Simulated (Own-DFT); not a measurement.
Simulation results for AlGa₃N₄ (wurtzite random alloy, strained, atoms displaced)

All values are calculated (Own-DFT development build). A calculation, not a measurement: plane-wave PBE density functional theory by an unreviewed code, no spin, of a simulated periodic cell, stress positive in tension, free energy of the whole cell less one offset for each atom, forces on such cells passed a denser k mesh, this cell's mesh not checked; offsets are fitted by least squares, one for each functional and potential file, so energies compare only between cells with the same atoms and settings and are not formation energies; the far tail of each file's local potential was reset to the Coulomb form; each entry is a single point on an unrelaxed cell, so the pressure reflects the starting lattice, mostly measured values, from which strain is counted, and rises with the displacements; printed positions are rounded, which can move forces by about a meV/angstrom; the program is a retired in-house code; no spin-orbit coupling.

AlGa₃N₄ (wurtzite random alloy, strained, atoms displaced)

```
CELL_PARAMETERS angstrom
9.50920 0.00000 0.00000
-4.75460 8.23530 0.00000
0.00000 0.00000 10.19150
ATOMIC_POSITIONS crystal
Ga 0.10361 0.22002 0.99880
Ga 0.21932 0.09998 0.25499
N 0.10769 0.21992 0.17582
N 0.21004 0.10769 0.44542
Al 0.11059 0.22074 0.49951
Ga 0.21741 0.11321 0.75490
N 0.10376 0.22195 0.68569
N 0.22536 0.11283 0.93718
Ga 0.10706 0.55210 0.00212
Ga 0.22894 0.44789 0.24905
N 0.11283 0.55503 0.18773
N 0.22259 0.44878 0.43627
Al 0.11227 0.55227 0.50948
Ga 0.22168 0.43630 0.74285
N 0.10499 0.54541 0.68695
N 0.20633 0.42835 0.94050
Ga 0.10563 0.88502 0.00234
Ga 0.22297 0.77856 0.25248
N 0.10826 0.88194 0.19250
N 0.23111 0.79159 0.44129
Ga 0.11392 0.89317 0.50152
Al 0.21749 0.77442 0.75226
N 0.09820 0.87243 0.68621
N 0.22022 0.77360 0.93687
Al 0.43556 0.21755 0.00020
Ga 0.55485 0.10912 0.25249
N 0.44910 0.23249 0.18890
N 0.56099 0.10660 0.44042
Al 0.44020 0.21789 0.50224
Ga 0.55866 0.11017 0.75168
N 0.44964 0.21953 0.69026
N 0.56140 0.12557 0.94212
Ga 0.44487 0.55501 0.99963
Ga 0.56083 0.44548 0.25416
N 0.45669 0.55665 0.19556
N 0.55268 0.44888 0.44488
Ga 0.44659 0.56212 0.49655
Ga 0.56294 0.44920 0.74481
N 0.44780 0.56280 0.68823
N 0.54377 0.44052 0.93882
Ga 0.44589 0.88642 0.99219
Ga 0.55298 0.77407 0.25741
N 0.45182 0.88744 0.18600
N 0.55901 0.78253 0.44010
Ga 0.43884 0.88740 0.50326
Ga 0.54643 0.77265 0.74581
N 0.44827 0.89045 0.68633
N 0.55782 0.77299 0.94513
Ga 0.77953 0.22231 0.99399
Ga 0.88078 0.11117 0.24603
N 0.77302 0.21484 0.18720
N 0.89093 0.10801 0.44289
Ga 0.77291 0.21150 0.50402
Ga 0.89408 0.11949 0.74424
N 0.78731 0.23088 0.68230
N 0.88709 0.10773 0.94225
Al 0.77252 0.54722 0.98825
Al 0.89265 0.45669 0.25292
N 0.77763 0.55981 0.19062
N 0.89082 0.44443 0.44157
Ga 0.77258 0.56108 0.50205
Al 0.87570 0.42955 0.75794
N 0.77608 0.55181 0.68569
N 0.88632 0.44681 0.93789
Ga 0.77069 0.88311 0.99757
Ga 0.88500 0.77785 0.25359
N 0.76574 0.88962 0.18794
N 0.89037 0.77985 0.43867
Al 0.77338 0.88305 0.49662
Ga 0.89182 0.78398 0.74654
N 0.76846 0.89052 0.69388
N 0.89245 0.77333 0.93783
```

* functional: PBE
* potential files: PseudoDojo norm-conserving, scalar-relativistic, standard set with the stringent files for Ga
* wave cutoff: 96 hartree
* occupations: Gaussian
* smearing width: 0.01 eV
* k mesh: 4 x 4 x 3 centred on Gamma
* free energy of cell above offsets: -9.567 eV
* pressure: 8.32 GPa
* stress xx: -7.55 GPa
* stress yy: -6.67 GPa
* stress zz: -10.74 GPa
* stress yz: -0.44 GPa
* stress xz: -0.44 GPa
* stress xy: -0.45 GPa

Force:
```tsv
element	x (eV/Å)	y (eV/Å)	z (eV/Å)
Ga	0.926	-1.137	-0.615
Ga	-0.738	1.755	-0.984
N	0.569	-0.194	3.777
N	1.789	1.668	-0.256
Al	-1.088	0.691	-0.548
Ga	0.917	-0.652	-1.345
N	2.165	-0.393	-1.082
N	-0.288	-0.749	0.964
Ga	0.526	0.061	-0.571
Ga	-0.088	-0.915	-0.693
N	-0.856	-0.05	0.868
N	-0.308	-0.871	1.337
Al	-1.011	0.261	-2.01
Ga	-0.429	1.487	1.378
N	-0.595	1.135	1.508
N	0.838	2.857	-1.194
Ga	0.749	0.437	-0.167
Ga	1.125	-0.221	-0.433
N	-0.286	0.425	-0.335
N	-0.928	-2.596	-0.005
Ga	-0.443	-1.185	-0.002
Al	0.244	-0.608	-0.775
N	2.173	1.964	0.713
N	0.032	0.399	-0.485
Al	0.654	1.135	0.309
Ga	0.034	0.122	-0.854
N	-0.196	-2.158	-0.296
N	-2.493	0.674	0.318
Al	0.452	0.445	-0.235
Ga	0.161	0.203	-0.04
N	-1.406	0.081	-1.031
N	-0.862	-1.538	-0.547
Ga	-1.085	-0.784	0.851
Ga	0.052	0.052	0.151
N	-1.649	-0.15	-0.905
N	0.428	-1.946	-0.07
Ga	-0.55	-0.427	0.352
Ga	-1.317	-0.735	0.677
N	-0.015	-2.059	-0.398
N	2.124	-0.503	-0.209
Ga	-0.187	0.626	1.157
Ga	-0.144	0.321	-1.317
N	-1.65	-0.047	0.087
N	0.036	0.105	1.013
Ga	1.472	0.599	-0.588
Ga	0.8	1.088	1.443
N	-1.9	-0.456	1.656
N	-1.587	-0.089	-1.9
Ga	0.113	-0.066	1.655
Ga	1.48	-0.027	0.62
N	-0.792	2.727	-0.021
N	0.425	-0.518	-0.132
Ga	0.718	1.601	-1.946
Ga	-1.127	-1.776	1.31
N	-1.031	-0.906	2.396
N	-0.529	-0.374	-1.608
Al	-1.128	0.953	1.689
Al	0.342	-1.538	0.057
N	1.274	-0.657	-1.394
N	0.131	0.584	-0.582
Ga	1.677	-0.88	-0.733
Al	0.724	2.519	-1.924
N	1.232	0.318	1.589
N	-0.189	-0.367	-0.267
Ga	1.459	0.548	0.588
Ga	-0.692	0.403	-1.07
N	1.943	-0.281	0.223
N	-0.848	0.395	0.878
Al	0.375	1.217	0.847
Ga	-1.707	-1.234	0.668
N	1.239	0.047	-1.636
N	-1.255	-0.811	0.12
```
